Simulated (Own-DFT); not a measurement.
## Calculated data, SiC (4H silicon carbide, atoms displaced), GaAs (zincblende with one plane slipped along a stacking-fault path, atoms displaced)

All values are calculated (Own-DFT development build). A calculation, not a measurement: plane-wave PBE density functional theory by an unreviewed code, no spin, of a simulated periodic cell, stress positive in tension, free energy of the whole cell less one offset for each atom, forces on such cells passed a denser k mesh, this cell's mesh not checked; offsets are fitted by least squares, one for each functional and potential file, so energies compare only between cells with the same atoms and settings and are not formation energies; the far tail of each file's local potential was reset to the Coulomb form; each entry is a single point on an unrelaxed cell, so the pressure reflects the starting lattice, mostly measured values (interpolated for alloys), from which strain is counted, and rises with the displacements; printed positions are rounded, which can move forces by about a meV/angstrom; the program, named Own-DFT, is a retired in-house code; no spin-orbit coupling.

Settings shared by all entries: functional PBE; potential files PseudoDojo norm-conserving, scalar-relativistic, standard set; wave cutoff 42 hartree; occupations Fermi-Dirac; smearing width 0.1 eV.

(1) 
```xyz
72
Lattice="9.2481 0.0000 0.0000 -4.6241 8.0091 0.0000 0.0000 0.0000 10.0681" Properties=species:S:1:pos:R:3:force_x:R:1:force_y:R:1:force_z:R:1 formula=SiC k_mesh=4_x_4_x_3_centred_on_Gamma free_energy_of_cell_above_offsets=-10.683 pressure=3.75 stress_xx=-4.27 stress_yy=-3.1 stress_zz=-3.88 stress_yz=-0.07 stress_xz=0.15 stress_xy=-0.07
Si     0.0173     0.0094     4.0375     -0.248      0.488      1.033
Si     0.0169     1.8453     1.5460     -0.852     -1.938      1.102
C      0.0478     0.0129     0.9147     -0.816     -0.001      1.111
C      0.0006     1.8112     3.4614      0.124     -0.101      0.021
Si    -1.5573     2.7104     4.0797      0.499     -0.532      0.011
Si    -1.4985     4.4241     1.5587     -1.291      1.099      0.454
C     -1.5417     2.6752     0.9769     -0.408     -0.293     -1.055
C     -1.4929     4.4770     3.4646     -1.237      -0.31       0.17
Si     6.1000     5.3067     4.1010      1.835      0.165     -0.063
Si    -3.0554     7.0962     1.6307     -0.334      0.278     -1.422
C      6.1500     5.3511     0.9560      0.183     -0.921     -0.397
C     -3.1023     7.0665     3.5034      0.158      0.687     -0.665
Si     3.0426     0.0050     4.0647      0.391     -0.508     -0.099
Si     3.0511     1.7872     1.5321      0.538      -1.44      1.039
C     -1.5372     7.9791     0.8814      0.016      0.652      1.653
C      3.0323     1.7533     3.4609      0.816      0.659     -0.459
Si     1.5575     2.6835     4.1161     -0.683       0.06     -1.298
Si     1.5677     4.4401     1.5884     -1.148      0.812     -0.089
C      1.5393     2.6541     1.0068      0.357       1.36     -1.671
C      1.5313     4.4825     3.4898      0.975     -0.454     -0.364
Si     0.0287     5.3139     4.1296     -0.728      1.146     -0.329
Si     0.0021     7.1129     1.5752       -0.8      0.107     -0.001
C     -0.0467     5.3701     0.9316      1.439     -0.917     -0.194
C     -0.0367     7.1371     3.4598       0.72     -0.532      0.485
Si     1.5481     7.9775     4.0926     -0.406      0.675     -0.421
Si     6.0995     1.8251     1.5550       1.87     -1.539      1.116
C      1.4806     7.9979     0.9315      1.464      0.685      1.138
C      6.1868     1.7630     3.4805     -0.812      0.399      -0.39
Si     4.6106     2.6484     4.0953       0.03     -0.211     -0.331
Si     4.5847     4.4418     1.5523       0.86      0.776      0.542
C      4.6117     2.6610     0.9937     -1.005      0.927     -1.501
C      4.6062     4.4531     3.4759     -0.641     -0.645     -0.294
Si     3.0817     5.3760     4.1061     -0.048     -0.411     -0.226
Si     3.1010     7.1045     1.5768       -0.2      1.236     -0.531
C      3.0622     5.3614     0.9213      0.227     -0.748      0.101
C      3.1018     7.1465     3.4562     -0.303      -0.64      0.035
Si     4.5980     7.9870     9.1239      1.054      0.914      -0.31
Si     4.6277     6.2165     6.6001      0.295      0.336      0.216
C     -4.6048     8.0059     5.9778      -0.81      0.042     -0.524
C      4.6902     6.2267     8.5205     -2.555      0.172     -1.088
Si     6.1430     5.3587     9.0766      1.579     -0.796      1.488
Si     6.2019     3.5345     6.5851      -1.04      1.069       0.51
C     -3.0659     5.3516     5.9837     -0.572     -0.912     -0.306
C      6.2037     3.5634     8.4645     -0.687       -0.1      0.794
Si    -1.5105     2.6463     9.1258     -1.078      0.429      0.474
Si     7.6442     0.8737     6.5587      2.487      0.817      1.223
C      7.6602     2.6708     5.9796      1.734     -0.349     -0.423
C      7.6840     0.9079     8.5089      0.266     -0.842     -0.415
Si     6.1667     0.0406     9.1861     -0.059     -0.789      -1.27
Si     1.5721     6.2285     6.6605     -0.392      0.219     -0.714
C      6.2202     0.0125     5.9666      -2.29      -1.14     -0.124
C      1.4878     6.2520     8.5216      1.475     -0.013      0.032
Si     3.0802     5.3378     9.0996     -0.211      0.161     -0.082
Si     3.0844     3.5381     6.5739      0.046     -0.017      0.547
C      3.0912     5.3002     5.9874       0.02      0.855      0.179
C      3.0478     3.5265     8.4717      0.526      0.936      0.455
Si     4.6163     2.7228     9.1331      0.448     -1.209     -0.448
Si     4.6316     0.9510     6.6149     -0.203     -1.959     -0.168
C      4.6286     2.6656     5.9927      0.133      0.598      -0.52
C      4.6421     0.8375     8.5061     -0.037      1.918     -0.233
Si     3.1184     0.0116     9.1079     -1.312     -0.265      -0.23
Si    -1.5531     6.2254     6.5840      0.605       0.47      0.229
C      3.0150     0.0204     5.9096      2.831     -0.979      0.735
C     -1.5674     6.2488     8.4880      0.308     -0.112     -0.516
Si    -0.0270     5.3598     9.0926     -0.399     -0.282      0.728
Si     0.0284     3.5243     6.6408     -0.556      0.153     -0.485
C      0.0408     5.3292     6.0075     -0.415      0.034      0.116
C     -0.0303     3.5426     8.5379      1.075      0.514     -0.498
Si     1.5318     2.6741     9.1444     -0.196     -0.389     -0.007
Si     1.5896     0.8647     6.5152      -1.94      0.981      2.338
C      1.5748     2.6570     5.9347     -0.582      0.084      1.104
C      1.5494     0.9194     8.5214     -0.091     -0.618     -1.017
```

Units: free_energy_of_cell_above_offsets in eV; pressure, stress_xx, stress_yy, stress_zz, stress_yz, stress_xz, stress_xy in GPa; force_x, force_y, force_z in eV/Å.

(2) 
```xyz
72
Lattice="9.2481 0.0000 0.0000 -4.6241 8.0091 0.0000 0.0000 0.0000 10.0681" Properties=species:S:1:pos:R:3:force_x:R:1:force_y:R:1:force_z:R:1 formula=SiC k_mesh=4_x_4_x_3_centred_on_Gamma free_energy_of_cell_above_offsets=-10.468 pressure=3.81 stress_xx=-2.23 stress_yy=-4.31 stress_zz=-4.88 stress_yz=-0.22 stress_xz=-0.5 stress_xy=-0.08
Si     9.2075     0.0507     4.0679      1.687     -1.625      1.216
Si    -0.0124     1.7980     1.5544      0.553      0.855      0.852
C      0.0246     0.0645     0.9633     -0.987     -1.397       0.28
C      0.0382     1.7813     3.5204     -1.731      0.155     -1.723
Si     7.6978     2.6377     4.0729     -0.555       0.88      0.407
Si    -1.5710     4.4477     1.5845      1.197      0.905      0.608
C     -1.5666     2.7145     0.9602      0.678     -0.808     -0.353
C     -1.5529     4.4782     3.4891       -0.3     -1.126     -0.235
Si    -3.0613     5.4055     4.1145     -0.785      -1.58     -0.212
Si    -3.1108     7.1073     1.5568      0.878      0.523      0.475
C     -3.0549     5.3409     0.9675     -0.841      0.333     -0.646
C     -3.0451     7.1106     3.4389     -1.218      0.861      0.272
Si    -1.5480     8.0027     4.0913      0.892      0.024     -0.093
Si     3.0746     1.7560     1.5762      0.085       1.04      0.339
C      3.0305     0.0425     0.9586      1.017     -1.166     -0.532
C      3.0812     1.7717     3.4658     -0.778     -0.073      0.051
Si     1.4898     2.6530     4.1269      2.265      0.635      0.097
Si     1.5715     4.4388     1.5598     -1.215      0.336      0.512
C      1.5636     2.6652     0.9106     -0.595      0.198      0.861
C      1.4939     4.4167     3.4751      1.146       0.25      -0.16
Si    -0.0159     5.2581     4.1285      0.267      1.647     -1.078
Si     0.0206     7.1728     1.5753     -0.725     -1.004     -0.152
C     -0.0226     5.3630     0.9457       0.49     -0.468     -0.258
C      0.0358     7.1039     3.4478     -0.665     -0.338      0.709
Si     1.5428     7.9865     4.0796     -0.187      0.693      -0.09
Si     6.1912     1.7743     1.5419     -1.214      0.408      0.712
C      6.1929     0.0027     0.9441     -0.297      0.307     -0.601
C      6.0999     1.8186     3.4765      2.087     -1.572     -0.992
Si     4.6122     2.6141     4.0815     -0.872      1.709      0.918
Si     4.6632     4.5152     1.6519      -0.89      -1.23     -1.032
C      4.6026     2.6852     0.9357      0.417      0.001       0.99
C      4.6167     4.4393     3.4964      0.345      0.488      0.306
Si     3.0895     5.3951     4.0870     -0.418     -2.063      0.481
Si     3.0711     7.1096     1.5907      0.409      0.872     -0.229
C      3.0768     5.3801     0.9892      0.816     -0.855     -0.878
C      3.1102     7.1209     3.4752     -0.617      0.729     -0.534
Si     9.2013     0.0373     9.1881      2.376     -1.023     -1.369
Si     4.6484     6.2073     6.6241     -0.913      0.071     -0.576
C     -4.5746     7.9633     5.9930     -1.105      0.965     -0.669
C      4.6498     6.2558     8.4716     -0.129     -0.185      1.668
Si    -3.0737     5.3258     9.1326      0.185      1.217     -0.185
Si     6.1472     3.5688     6.6136      0.155     -0.846     -0.219
C      6.1276     5.2887     5.9757      1.056      1.261       0.09
C      6.1807     3.6252     8.4878      -0.53     -2.069      0.551
Si    -1.5280     2.6929     9.1259     -1.024     -0.465     -0.152
Si     7.6838     0.9153     6.6154      1.417     -1.652      0.171
C      7.6999     2.6106     5.9687     -0.091      1.518     -0.073
C      7.7788     0.8665     8.5297     -2.726      1.412     -0.644
Si     6.1421     0.0189     9.0770      1.112     -0.864      0.699
Si     1.5288     6.1953     6.6064      0.291      0.429     -0.523
C      6.2083     0.0043     5.9414     -0.814     -0.446      0.889
C      1.5460     6.2282     8.4612      0.016     -0.455      1.047
Si     3.1205     5.3025     9.1222     -0.438      1.356     -0.065
Si     3.0586     3.5339     6.6387      0.837      0.589     -1.002
C      3.0615     5.3084     5.9715      0.369      0.408      0.187
C      3.0854     3.5814     8.4648     -0.445     -0.992      1.597
Si     4.5681     2.6236     9.1797      0.977      1.267     -1.611
Si     4.6561     0.9098     6.6096     -0.203     -0.606     -0.665
C      4.6046     2.6612     6.0031      0.293      0.141     -0.432
C      4.6289     0.8723     8.4718     -0.142      0.526      0.782
Si    -1.5265     7.9983     9.1405     -0.683       0.39     -0.611
Si    -1.5509     6.2376     6.6072     -0.111     -0.283     -0.097
C      3.1323     0.0002     5.9785     -0.906      0.064      0.043
C     -1.4935     6.2387     8.4875     -0.964     -0.308      0.441
Si    -0.0082     5.2754     9.1057      0.488       1.33      0.385
Si    -0.0147     3.5528     6.5927      0.126     -0.907      0.115
C     -0.0284     5.2928     5.9768       0.18      0.682      0.319
C     -0.0410     3.5257     8.4724       0.96      0.334      0.377
Si     1.5035     2.6399     9.1416      0.756      1.296     -1.003
Si     1.5187     0.9177     6.6140      0.908     -1.242     -0.285
C      1.5832     2.6439     6.0189     -1.523      0.667     -0.897
C      1.5470     0.9662     8.4548     -0.096     -2.123      1.429
```

Units: free_energy_of_cell_above_offsets in eV; pressure, stress_xx, stress_yy, stress_zz, stress_yz, stress_xz, stress_xy in GPa; force_x, force_y, force_z in eV/Å.

(3) 
```xyz
72
Lattice="9.2481 0.0000 0.0000 -4.6241 8.0091 0.0000 0.0000 0.0000 10.0681" Properties=species:S:1:pos:R:3:force_x:R:1:force_y:R:1:force_z:R:1 formula=SiC k_mesh=4_x_4_x_3_centred_on_Gamma free_energy_of_cell_above_offsets=-10.852 pressure=3.62 stress_xx=-3.18 stress_yy=-3.85 stress_zz=-3.83 stress_yz=0.39 stress_xz=0.17 stress_xy=-0.55
Si     4.6272     7.9781     4.0801     -0.226      0.451      0.815
Si     0.0517     1.7276     1.6136     -1.106      1.269     -0.845
C      9.2287     0.0077     0.9317      1.204     -0.377     -0.097
C     -0.0124     1.7678     3.4684      0.069     -0.085      0.446
Si     7.6799     2.6768     4.0884       0.63      0.308      -0.37
Si    -1.5759     4.4400     1.5874      0.901      0.205     -0.886
C      7.7072     2.6294     0.9462      0.896      0.746      0.188
C     -1.5265     4.4887     3.4499     -0.611      -1.04      0.421
Si    -3.0845     5.3525     4.0538     -0.105     -0.696      0.279
Si    -3.0301     7.1627     1.6037     -1.222     -1.196     -1.075
C     -3.0632     5.3609     0.9301     -1.103     -0.269      0.518
C     -3.1043     7.1053     3.4545       0.52      0.494      0.411
Si    -1.5491     7.9883     4.1018      0.307     -0.198     -0.016
Si     3.0850     1.7525     1.6000      0.022      0.618     -1.113
C     -1.5146     7.9930     0.9844     -0.024      0.895     -0.868
C      3.0599     1.7544     3.4280      0.278     -0.038      1.278
Si     1.5445     2.6775     4.0528     -0.401     -0.234       1.05
Si     1.5275     4.5339     1.5943     -0.402     -1.225      0.076
C      1.5473     2.7028     0.9705       0.18     -0.307      0.295
C      1.5484     4.4590     3.4981     -0.272      0.094      -0.52
Si    -0.0235     5.3397     4.0878      0.799     -0.509      1.067
Si     0.0202     7.1349     1.6031     -0.761      -0.58     -0.439
C     -0.0095     5.3972     0.9610     -0.051      -0.95     -0.517
C     -0.0116     7.0384     3.4273      0.352      2.161      1.536
Si     6.2052     0.0045     4.0581     -0.982     -0.295      0.526
Si     6.1804     1.8245     1.5536     -0.136     -1.162      0.803
C      1.4875     8.0055     0.9926      1.783      0.475     -0.824
C      6.1385     1.8114     3.5032      0.671     -0.922     -1.047
Si     4.6069     2.6563     4.0330      -0.34      0.105      1.004
Si     4.5743     4.4029     1.5563      1.526      1.431      0.755
C      4.6425     2.6792     0.9761     -0.727     -0.715     -0.643
C      4.6632     4.4031     3.4687     -1.369      1.166     -0.443
Si     3.0499     5.3712     4.1241      1.057     -1.125      -0.06
Si     3.1246     7.0922     1.5442     -1.069      0.671      0.707
C      3.0813     5.3275     0.9505     -0.089       0.22       -0.1
C      3.0930     7.0951     3.4709      0.127      0.499     -0.703
Si     0.0118     0.0238     9.0922     -0.017     -0.722      0.682
Si     4.6359     6.2228     6.6481     -0.371     -0.916     -0.783
C      4.6344     7.9391     5.9886     -0.317      1.615      0.178
C      4.6116     6.2045     8.5304     -0.436      0.803     -0.324
Si     6.1155     5.3608     9.1214      1.599     -1.217      0.353
Si     6.1608     3.5350     6.5574      0.216      0.508      0.849
C      6.1503     5.3111     5.9312      0.101      0.518       0.74
C      6.2178     3.4933     8.4973     -1.356      1.309     -0.383
Si    -1.5043     2.6786     9.1221     -0.391     -0.398      0.667
Si     7.6607     0.9264     6.6923      1.392      -0.63     -1.896
C     -1.5063     2.7074     5.9468     -1.053      -1.17      0.582
C      7.6928     0.8534     8.5329      0.109      0.761      0.143
Si     1.5287     7.9758     9.1360     -0.519      1.585      0.891
Si     1.5764     6.2789     6.6631     -0.676     -1.371      -0.94
C      1.5829     7.9962     5.9842     -0.941      1.067     -0.132
C      1.5104     6.2665     8.5332      0.964      -0.66     -0.304
Si     3.0616     5.3460     9.1566      0.008     -0.485     -0.824
Si     3.0762     3.5195     6.5569     -0.374      1.037      1.176
C      3.0758     5.3225     5.9966      0.175      0.394      0.326
C      3.0712     3.5633     8.4829      0.279      0.092      0.444
Si     4.6289     2.6709     9.1534      0.046      0.794     -0.409
Si     4.6172     0.9347     6.6019      0.402     -0.867      0.174
C      4.6029     2.6856     5.9461      0.308     -0.661     -0.399
C      4.5973     0.9485     8.5198      0.883     -1.159     -0.468
Si     3.1238     0.0149     9.1233     -1.229      -0.45      0.352
Si    -1.5778     6.2400     6.5910        0.8     -1.316      0.879
C     -1.5279     7.9819     6.0243     -0.044      0.957     -1.105
C     -1.5492     6.2133     8.5392      -0.41      0.899     -1.002
Si     0.0103     5.3791     9.1037     -0.954     -0.574      1.088
Si    -0.0133     3.5408     6.5956      0.535      1.117      0.953
C      0.0144     5.3321     6.0245      -0.21      0.639     -0.673
C     -0.0265     3.6109     8.5338      1.013     -0.943     -0.625
Si     1.5408     2.6825     9.1684     -0.235      0.268     -0.808
Si     1.5543     0.8644     6.6218     -0.658      0.362       -0.5
C      1.5162     2.6753     6.0142      0.435     -0.966     -1.298
C      1.5257     0.9067     8.4858        0.6     -0.104      0.787
```

Units: free_energy_of_cell_above_offsets in eV; pressure, stress_xx, stress_yy, stress_zz, stress_yz, stress_xz, stress_xy in GPa; force_x, force_y, force_z in eV/Å.

(4) 
```xyz
48
Lattice="5.6533 -5.6533 0.0000 0.0000 5.6533 -5.6533 12.0604 12.0604 9.7991" Properties=species:S:1:pos:R:3:force_x:R:1:force_y:R:1:force_z:R:1 formula=GaAs k_mesh=4_x_4_x_2_centred_on_Gamma free_energy_of_cell_above_offsets=-15.411 pressure=4.72 stress_xx=-6.09 stress_yy=-5.26 stress_zz=-2.81 stress_yz=-0.06 stress_xz=-0.87 stress_xy=-0.14
Ga     0.1059     5.5786    -5.6306     -0.505       0.25     -0.661
As     7.0742     1.3655    -4.1587     -0.405      0.922     -0.391
Ga     2.7743     2.9498     0.0966     -0.409     -1.539     -1.045
As     4.2462     4.1696     1.4022       0.61       1.26      0.255
Ga     5.6301     2.7423     2.8157      0.061      0.841      0.123
As     7.0536     4.2163     4.1780     -0.963     -0.906      1.207
Ga     6.4599     6.4830     4.0939      2.709     -0.177     -1.199
As     7.8541     7.7855     5.5802      0.113       0.53     -0.615
Ga     9.2713     9.2318     4.1149     -0.535      0.382      0.711
As    10.6530    10.6097     5.5712     -0.265      0.518      0.515
Ga    12.1073     9.2698     7.0111     -0.706     -0.819     -0.899
As    13.5865    10.5081     8.2996      -0.85      1.523      0.585
Ga    12.1044    14.8324     6.9410     -1.067      0.143       0.55
As     7.0544    -1.4587    -1.5082      -0.11      0.566      1.268
Ga     2.8295     5.6307    -2.8130     -0.001     -0.219     -0.155
As     4.2833     6.9877    -1.5052     -0.894      0.566      1.143
Ga     5.6825     5.6873    -0.0602     -0.297     -1.089     -0.097
As     7.0156     6.9981     1.3883     -0.604     -0.927      1.414
Ga     6.4164     9.1905     1.3017      2.153      1.399     -1.134
As     7.7949    10.6502     2.7802      0.391     -0.162     -0.762
Ga     9.2106    12.1444     1.3543      0.846     -1.123       0.16
As    10.6410    13.5537     2.7540       0.39     -0.593      0.333
Ga    12.1026    12.0192     4.2279     -0.846     -0.029     -0.938
As    13.4277    13.4082     5.6319      0.465     -0.175     -0.327
Ga    14.6926    14.8982     4.2295      1.419     -0.853      0.032
As     4.1604     4.2440    -4.2965      0.151     -0.079      0.198
Ga     5.6575     0.0315     0.1014     -0.112     -0.482     -1.279
As     7.0439     1.4475     1.4274      0.499     -0.293      -0.25
Ga     8.4441    -0.0002     2.7809      1.105      0.216      0.368
As    10.0409     1.4467     4.2819     -3.803     -1.339      0.846
Ga     9.2969     3.6059     4.1178      0.652      1.073     -1.237
As    10.7196     4.8945     5.5546     -0.501      1.507      0.239
Ga    12.0994     6.4173     4.1446      -0.56      0.128       0.37
As    13.5216     7.8657     5.5008     -0.795      -0.86      1.145
Ga    14.8799     6.4761     7.0840     -0.059     -0.586     -1.141
As    16.2403     7.8722     8.3892      0.905     -0.025      1.187
Ga    14.8721    12.0033     6.9480      1.083      0.167      0.159
As     4.2279     1.3741    -1.4041     -0.431      0.495      0.428
Ga     5.5413     2.9056    -2.8113      0.015      -1.06     -0.341
As     7.0853     4.1880    -1.5032      -0.46      0.791      0.335
Ga     8.3816     2.8757    -0.0131      1.219     -0.597      -0.11
As     9.9481     4.1835     1.4176     -2.644     -0.311      0.964
Ga     9.2366     6.4314     1.3266       1.64      0.671     -1.062
As    10.6189     7.8715     2.7667       0.68     -0.775     -0.545
Ga    12.0977     9.1953     1.2969     -0.139     -0.164      0.282
As    13.4493    10.6313     2.7044      0.114      0.227      0.377
Ga    14.8351     9.2469     4.1948      0.649      0.502     -0.922
As    16.3291    10.5748     5.5471       0.09      0.506     -0.086
```

Units: free_energy_of_cell_above_offsets in eV; pressure, stress_xx, stress_yy, stress_zz, stress_yz, stress_xz, stress_xy in GPa; force_x, force_y, force_z in eV/Å.
